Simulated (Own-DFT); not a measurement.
Simulation results for Si₃N₄ (beta silicon nitride, atoms displaced)

All values are calculated (Own-DFT development build). A calculation, not a measurement: plane-wave PBE density functional theory by an unreviewed code, no spin, of a simulated periodic cell, stress positive in tension, free energy of the whole cell less one offset for each atom, some atoms lie very close together; forces on such cells moved up to 12 meV/angstrom on a denser k mesh; offsets are fitted by least squares, one for each functional and potential file, so energies compare only between cells with the same atoms and settings and are not formation energies; the far tail of each file's local potential was reset to the Coulomb form; each entry is a single point on an unrelaxed cell, so the pressure reflects the starting lattice, mostly measured values (interpolated for alloys), from which strain is counted, and rises with the displacements; printed positions are rounded, which can move forces by about a meV/angstrom; the program, named Own-DFT, is a retired in-house code; no spin-orbit coupling; before rounding, a Quantum ESPRESSO 7.3.1 run of the same cell and cutoff gave forces within 1 meV/angstrom rms on each cell, which checks the program and not the settings.

Common to all runs: functional PBE; potential files PseudoDojo norm-conserving, scalar-relativistic, standard set; wave cutoff 42 hartree; occupations Fermi-Dirac; smearing width 0.1 eV; k mesh 2 x 2 x 4 centred on Gamma.

(1) Si₃N₄ (beta silicon nitride, atoms displaced)

```
cell vectors (Å)
  15.2120     0.0000     0.0000
  -7.6060    13.1740     0.0000
   0.0000     0.0000     5.8180
atoms (fractions of the cell vectors)
Si  0.08489  0.38073  0.12760
Si  0.12292  0.21205  0.09024
Si  0.30728  0.41882  0.11315
Si  0.40576  0.10234  0.37886
Si  0.38719  0.30191  0.37846
Si  0.21993  0.08665  0.33352
N   0.17538  0.01575  0.10548
N   0.48962  0.14408  0.10443
N   0.35063  0.34069  0.14515
N   0.32500  0.48315  0.37975
N   0.00946  0.34557  0.38161
N   0.14238  0.16454  0.36485
N   0.15897  0.32922  0.10098
N   0.34416  0.17443  0.39357
Si  0.08552  0.38382  0.62195
Si  0.11606  0.20685  0.57805
Si  0.30375  0.42272  0.63393
Si  0.40826  0.11554  0.87692
Si  0.38347  0.31345  0.89156
Si  0.21788  0.08802  0.85624
N   0.17088  0.01367  0.62161
N   0.49068  0.16114  0.64343
N   0.33336  0.32855  0.64321
N   0.32953  0.48023  0.84895
N   0.00995  0.36277  0.85547
N   0.14697  0.16796  0.89634
N   0.15215  0.32933  0.61822
N   0.34258  0.16968  0.87415
Si  0.09253  0.88878  0.10672
Si  0.11144  0.70367  0.11562
Si  0.29630  0.91088  0.09304
Si  0.40224  0.59988  0.39708
Si  0.37854  0.78804  0.34924
Si  0.21498  0.59974  0.36784
N   0.16437  0.51671  0.12389
N   0.48455  0.64825  0.12130
N   0.33876  0.83549  0.13195
N   0.32715  0.97518  0.37310
N   0.01420  0.84913  0.39907
N   0.13138  0.64800  0.37133
N   0.16234  0.82566  0.15014
N   0.32555  0.65367  0.37479
Si  0.08208  0.88527  0.62138
Si  0.11342  0.71041  0.63233
Si  0.29349  0.91250  0.61076
Si  0.40766  0.61421  0.87193
Si  0.39936  0.80323  0.87774
Si  0.20963  0.58116  0.90553
N   0.17243  0.52201  0.63446
N   0.47856  0.63838  0.62956
N   0.35178  0.84277  0.62530
N   0.33729  0.97995  0.87729
N   0.02472  0.85971  0.86353
N   0.14467  0.66372  0.88553
N   0.15703  0.83852  0.65103
N   0.34529  0.68546  0.87236
Si  0.57949  0.38849  0.09285
Si  0.61856  0.20509  0.11076
Si  0.80698  0.40475  0.14761
Si  0.92096  0.12702  0.34921
Si  0.87675  0.28210  0.37479
Si  0.71256  0.09026  0.36281
N   0.66441  0.00006  0.11421
N   0.98033  0.14697  0.12209
N   0.86125  0.35291  0.11631
N   0.83166  0.48776  0.36887
N   0.51288  0.35543  0.35724
N   0.65006  0.16779  0.34826
N   0.66511  0.33398  0.12631
N   0.83863  0.16071  0.35818
Si  0.58895  0.38225  0.64722
Si  0.59840  0.17343  0.63929
Si  0.79423  0.41416  0.64978
Si  0.91428  0.10836  0.92872
Si  0.88659  0.29094  0.86177
Si  0.70241  0.08061  0.89127
N   0.65468  0.00380  0.61966
N   0.98600  0.15266  0.65268
N   0.83052  0.32551  0.61538
N   0.83069  0.47766  0.86183
N   0.51443  0.33891  0.87879
N   0.66005  0.16826  0.83957
N   0.66008  0.33025  0.57477
N   0.81802  0.15430  0.86318
Si  0.58818  0.89092  0.10072
Si  0.61407  0.69842  0.11671
Si  0.79479  0.90138  0.15480
Si  0.91201  0.61885  0.35859
Si  0.88564  0.79890  0.36253
Si  0.70163  0.58909  0.36449
N   0.67503  0.52931  0.10873
N   0.99532  0.66333  0.11631
N   0.84335  0.82765  0.13114
N   0.83204  0.98523  0.37630
N   0.51027  0.85524  0.41794
N   0.65349  0.67220  0.40995
N   0.67822  0.82771  0.14881
N   0.84327  0.67642  0.35571
Si  0.59346  0.88272  0.61220
Si  0.61646  0.70419  0.61373
Si  0.77924  0.90679  0.60758
Si  0.91213  0.60477  0.87484
Si  0.87720  0.79132  0.87185
Si  0.70304  0.57691  0.89129
N   0.64973  0.51602  0.62537
N   0.99173  0.66761  0.61181
N   0.84354  0.83310  0.61348
N   0.82772  0.97790  0.88444
N   0.52204  0.85643  0.87136
N   0.65852  0.68022  0.89792
N   0.65552  0.82945  0.65162
N   0.84040  0.66393  0.86097
```

The calculation gives: free energy of cell above offsets 33.482 eV; pressure 17.47 GPa; stress xx -18.95 GPa; stress yy -16.24 GPa; stress zz -17.22 GPa; stress yz -3.39 GPa; stress xz 0.13 GPa; stress xy -0.76 GPa.

Force:
```
element  x (eV/Å)  y (eV/Å)  z (eV/Å)
     Si    -2.571     1.714    -0.734
     Si    -4.003    -1.454     9.972
     Si    -5.781    -0.512     1.543
     Si     2.824     3.648    -0.758
     Si     0.816    -0.679      2.85
     Si    -4.045     0.789     6.039
      N     0.528     0.161    -0.914
      N    -2.447    -1.374     2.629
      N      0.31    -0.166    -1.437
      N     0.697     -4.73    -2.476
      N     0.099    -0.071    -1.992
      N     5.042    -2.051    -6.171
      N     1.606     5.653     0.678
      N    -0.624    -1.686    -1.427
     Si    -1.922     3.343    -0.012
     Si    -3.497    -0.322     8.859
     Si     -3.87    -9.737      -9.7
     Si     5.377    -1.778     0.459
     Si     3.374    -4.835    -2.277
     Si    -4.812     0.437    -0.224
      N     0.557     2.611    -2.738
      N    -6.438    -4.215    -2.381
      N     2.363     0.651    -1.529
      N      0.14     7.071     11.93
      N     2.737    -0.092     2.796
      N     8.544     -5.18    -11.93
      N     5.922     1.943    -0.382
      N    -4.842     3.726     0.685
     Si    -0.077    -3.209     2.903
     Si     5.655    -1.205     2.253
     Si    -4.259    -2.606     6.121
     Si     1.918     7.539    -3.081
     Si    -0.347     2.939     4.628
     Si    -13.82    -8.347     2.587
      N     0.931     -4.17     5.341
      N     -1.98    -2.226     1.394
      N     7.125    -3.746     -1.36
      N    -0.241     3.804    -3.414
      N    -1.781     0.565    -7.233
      N     1.507      2.25     0.572
      N     0.062     5.816    -0.979
      N     10.36     8.282    -0.449
     Si     1.554     2.334     0.423
     Si     3.449     -1.58    -0.449
     Si    -1.249    -3.534     3.947
     Si     1.188     2.497     1.277
     Si    -6.814      5.29    -1.802
     Si    -3.618     6.118    -8.628
      N     0.813    -1.424    -0.429
      N     0.946     0.514     -0.28
      N     2.008     -2.44    -0.256
      N    -0.642     4.877    -5.058
      N    -5.461    -1.942     3.961
      N     2.372    -0.835    -2.358
      N     6.313    -0.286    -0.893
      N     0.708    -9.567     0.857
     Si     6.852     1.386     9.772
     Si    -1.024     1.429    -1.549
     Si    -16.86     8.252     0.372
     Si      3.12    -5.705      10.9
     Si    -2.642      6.85     0.595
     Si    -3.878    -3.979     1.593
      N     1.271     12.27     2.598
      N     9.774     6.995     7.017
      N     15.59    -11.91      -1.2
      N     0.501     0.427     1.425
      N     0.367     1.322     0.989
      N     3.349    -3.066     3.033
      N     0.185     1.275    -1.429
      N    -4.936     1.133    -0.229
     Si     1.287     0.345    -6.207
     Si     2.089     5.905    -8.456
     Si    -2.281    -6.236    -10.88
     Si    -8.196    -6.782    -18.56
     Si    -5.178    -0.087    -0.491
     Si    -3.969    -3.046    -4.406
      N     1.403     7.418    -0.253
      N    -0.895    -0.449    -2.694
      N     4.788    -1.976     0.039
      N     0.764     5.032     8.833
      N    -6.083      -1.2    -4.016
      N     2.658    -1.751     8.131
      N     1.391      0.21     3.177
      N       7.3       5.8     1.359
     Si     1.778    -10.63     5.834
     Si    -2.244     2.507     6.343
     Si     1.136     5.808    -4.037
     Si     2.782     0.749     1.409
     Si     0.681     1.424     3.469
     Si     1.551     2.296      3.45
      N    -2.135    -10.66     13.52
      N    -8.123    -4.944    -0.472
      N     2.858    -0.598    -2.353
      N     0.048     1.413    -0.167
      N    -2.152    -2.553    -7.962
      N     4.269    -3.945    -9.848
      N    -8.724    -2.289     0.035
      N    -3.359    -4.383     0.209
     Si    -5.416     0.535     1.596
     Si    -3.595     0.671     9.557
     Si     4.991     2.597     3.825
     Si     1.212     4.269     -1.66
     Si     0.892     1.358    -1.312
     Si     0.315     11.84    -16.33
      N     1.158    -0.557     0.769
      N    -3.786    -4.143     0.878
      N    -0.297    -0.227     0.755
      N      0.36    -0.037      0.77
      N     0.033    -0.474    -1.201
      N     4.274    -4.015    -7.568
      N     4.532    -3.073    -0.397
      N     -2.49    -1.373      0.48
```

(2) Si₃N₄ (beta silicon nitride, atoms displaced)

```
cell vectors (Å)
  15.2120     0.0000     0.0000
  -7.6060    13.1740     0.0000
   0.0000     0.0000     5.8180
atoms (fractions of the cell vectors)
Si  0.08738  0.38012  0.13467
Si  0.10944  0.21111  0.15015
Si  0.30707  0.42503  0.14373
Si  0.42101  0.13162  0.33790
Si  0.38892  0.29608  0.35404
Si  0.20252  0.09837  0.35586
N   0.15615  0.00670  0.12556
N   0.49313  0.16231  0.15117
N   0.35376  0.33783  0.12004
N   0.34180  0.49025  0.37104
N   0.01534  0.35774  0.37499
N   0.14835  0.15529  0.37896
N   0.15532  0.33118  0.13493
N   0.32276  0.15085  0.39029
Si  0.08056  0.38574  0.62088
Si  0.11041  0.20510  0.64581
Si  0.30506  0.41968  0.63556
Si  0.42688  0.12124  0.87893
Si  0.38369  0.30184  0.89007
Si  0.19583  0.08968  0.87198
N   0.17059  0.01905  0.59795
N   0.49377  0.15638  0.63049
N   0.34034  0.32047  0.61983
N   0.33108  0.48473  0.88941
N   0.00408  0.34231  0.87607
N   0.14355  0.15647  0.86734
N   0.17625  0.34334  0.61378
N   0.34201  0.16230  0.87544
Si  0.07246  0.88087  0.13573
Si  0.10115  0.68716  0.16255
Si  0.29810  0.91627  0.11229
Si  0.41882  0.61155  0.38087
Si  0.39235  0.79937  0.38180
Si  0.19176  0.58191  0.39361
N   0.16431  0.51823  0.08506
N   0.48556  0.65295  0.12265
N   0.34420  0.83757  0.13053
N   0.32125  0.98089  0.35988
N   0.01642  0.84695  0.38400
N   0.15013  0.66808  0.36012
N   0.16846  0.82847  0.11657
N   0.33410  0.67312  0.38176
Si  0.08530  0.88231  0.62669
Si  0.11829  0.69993  0.57881
Si  0.29014  0.90388  0.61000
Si  0.40859  0.60367  0.86454
Si  0.38388  0.78316  0.88568
Si  0.20112  0.58864  0.84276
N   0.16358  0.52303  0.62681
N   0.49383  0.65591  0.61739
N   0.34075  0.82774  0.57595
N   0.33456  0.98948  0.87864
N   0.03023  0.86122  0.85531
N   0.15100  0.66780  0.87198
N   0.15410  0.83274  0.62398
N   0.33483  0.66689  0.87001
Si  0.59317  0.39245  0.09838
Si  0.62506  0.19718  0.09773
Si  0.80439  0.42018  0.16483
Si  0.91272  0.09929  0.35672
Si  0.88313  0.29731  0.37534
Si  0.68825  0.08830  0.37821
N   0.67050  0.02465  0.13496
N   0.97343  0.13900  0.08804
N   0.85663  0.32841  0.12721
N   0.84127  0.48893  0.38952
N   0.51361  0.34482  0.36719
N   0.65612  0.17366  0.37594
N   0.66860  0.35772  0.11971
N   0.85008  0.18690  0.36965
Si  0.57044  0.37066  0.61208
Si  0.61453  0.19876  0.61270
Si  0.78727  0.41779  0.61791
Si  0.91565  0.11054  0.88114
Si  0.88474  0.29057  0.90818
Si  0.70388  0.09768  0.90010
N   0.66053  0.01766  0.60639
N   0.99304  0.15519  0.63719
N   0.85292  0.33092  0.60997
N   0.82342  0.47728  0.88860
N   0.51300  0.34019  0.87671
N   0.65325  0.16261  0.84215
N   0.66696  0.34149  0.63917
N   0.82817  0.16583  0.88898
Si  0.59479  0.88554  0.13637
Si  0.61632  0.70485  0.11303
Si  0.78932  0.90786  0.13065
Si  0.91363  0.61779  0.38625
Si  0.88406  0.80315  0.37891
Si  0.70342  0.59950  0.36085
N   0.66218  0.50811  0.14735
N   0.98711  0.65336  0.11334
N   0.85238  0.83987  0.16540
N   0.82128  0.98264  0.39074
N   0.50645  0.84885  0.38842
N   0.64978  0.66832  0.35423
N   0.67809  0.84674  0.15361
N   0.83782  0.68382  0.40375
Si  0.58158  0.87636  0.64166
Si  0.60795  0.69280  0.61920
Si  0.79838  0.91419  0.61222
Si  0.91870  0.61597  0.85988
Si  0.87360  0.78391  0.87039
Si  0.68914  0.58061  0.84467
N   0.65995  0.51178  0.64610
N   0.98397  0.65415  0.64350
N   0.84401  0.82784  0.63537
N   0.83340  0.98654  0.88360
N   0.52328  0.85273  0.86935
N   0.65621  0.66185  0.87814
N   0.66977  0.83933  0.63542
N   0.84018  0.67087  0.89297
```

Results for Si₃N₄ (beta silicon nitride, atoms displaced): free energy of cell above offsets 38.600 eV; pressure 19.47 GPa; stress xx -21.85 GPa; stress yy -16 GPa; stress zz -20.57 GPa; stress yz -0.85 GPa; stress xz 0.87 GPa; stress xy 1.15 GPa.

Force:
```
element  x (eV/Å)  y (eV/Å)  z (eV/Å)
     Si    -7.282     4.994    -2.755
     Si     3.291    -6.605    -1.901
     Si    -1.346    -6.403    -3.016
     Si    -7.689    -8.607     13.13
     Si    -1.746    -3.642     3.665
     Si     7.322    -12.22     0.139
      N    -0.568     4.565    -0.921
      N     9.308     2.793    -12.22
      N    -3.677     2.814     2.761
      N     0.276    -0.823     4.471
      N      1.59     1.032    -0.423
      N    -13.54     9.372     0.074
      N     7.528     1.638    -0.082
      N     3.498     7.829    -1.584
     Si      0.95    -0.817     2.115
     Si     7.099     2.306    -2.012
     Si     0.167    -4.526    -1.622
     Si    -3.181    -2.638    -0.413
     Si     3.419    -5.712    -5.721
     Si     7.059    -6.029    -1.318
      N    -1.485    -0.434     2.713
      N    -2.055    -0.875    -1.899
      N    -0.404     3.389     0.367
      N     0.677    -1.907    -1.163
      N     6.893     3.184    -0.252
      N    -4.569      5.05     2.874
      N    -2.424     -0.93      0.86
      N    -4.326     3.213     1.155
     Si     6.216     0.947    -3.582
     Si     0.103      9.08    -14.86
     Si    -2.406    -1.361     1.236
     Si    -4.369     5.589    -2.054
     Si    -7.886    -2.725    -5.647
     Si     3.704     3.873    -9.017
      N     0.367     -2.55     5.189
      N     0.823    -0.553    -1.378
      N     6.262     -3.24    -1.941
      N     2.033     2.863     1.536
      N    -4.199    -1.742     0.112
      N     8.279    -5.754     3.418
      N    -3.035    -1.591     1.114
      N     1.872    -5.602    -0.042
     Si     0.737     6.386    -4.936
     Si    -4.771      5.58     13.65
     Si    -1.963     3.259    -0.019
     Si    -1.046      7.42     1.491
     Si    -4.213     9.256     0.462
     Si    -1.208     5.865     8.499
      N      0.04    -8.069    -2.937
      N    -6.319    -4.393     1.823
      N    -1.839     0.733     8.107
      N     1.677     0.017    -2.892
      N    -8.471    -4.187     7.976
      N    -0.186    -0.967    -1.859
      N     8.399    -3.776    -1.176
      N     2.853    -7.339    -0.833
     Si    -6.655     -2.83     1.566
     Si    -4.196     4.493     3.174
     Si    -1.197    -4.086    -8.163
     Si    -3.483     7.018      2.01
     Si      0.65     5.021     1.588
     Si     6.632     0.281      1.28
      N    -1.193    -3.412    -0.751
      N     9.518     4.976     15.99
      N    -7.884      5.36     3.305
      N    -0.058     3.283     1.056
      N    -1.028     0.221    -2.691
      N    -1.737     1.455    -3.876
      N     12.62    -7.311     1.521
      N       2.8    -13.89    -0.037
     Si     3.961     2.332     2.872
     Si     -0.84     5.016      0.04
     Si     5.078    -2.074     5.111
     Si    -9.462    -1.869     -12.9
     Si    -2.158    -1.148    -8.342
     Si     5.759    -5.393    -4.338
      N      -0.1    -2.065     4.198
      N    -6.083    -3.783    -2.695
      N    -4.456     2.798     4.733
      N      1.97     3.721    -0.702
      N    -2.082     1.042    -0.875
      N    -4.171     2.655     2.887
      N    -2.008    -4.529    -1.534
      N     3.094    -1.617    -0.553
     Si    -4.684     1.927     0.163
     Si    -0.316     1.253    -0.039
     Si     10.01     7.119    -1.459
     Si    -1.508     3.013    -0.911
     Si     4.631     1.497     5.119
     Si     4.651    -3.428     1.188
      N    -1.299     8.876    -1.223
      N    -5.085    -3.199     2.897
      N    -3.719      1.67    -8.293
      N     1.218     0.985    -4.168
      N        11     4.018     -1.32
      N    -2.554     0.944     2.278
      N    -8.022    -9.785    -0.569
      N     0.869    -8.582    -1.091
     Si     2.593     5.199    -6.922
     Si     7.658      6.25     0.261
     Si      0.15    -2.533     6.711
     Si    -4.615    -3.651      6.97
     Si     1.851      7.98      1.41
     Si     7.181     2.499     10.72
      N    -0.737    -5.284    -10.51
      N     3.845     0.986    -8.494
      N    -2.121     2.239    -0.548
      N     0.071    -3.097    -1.106
      N    -3.642    -2.592     7.567
      N    -6.659     4.599    -0.699
      N     0.278    -4.153    -0.073
      N    -0.573    -7.448    -0.193
```
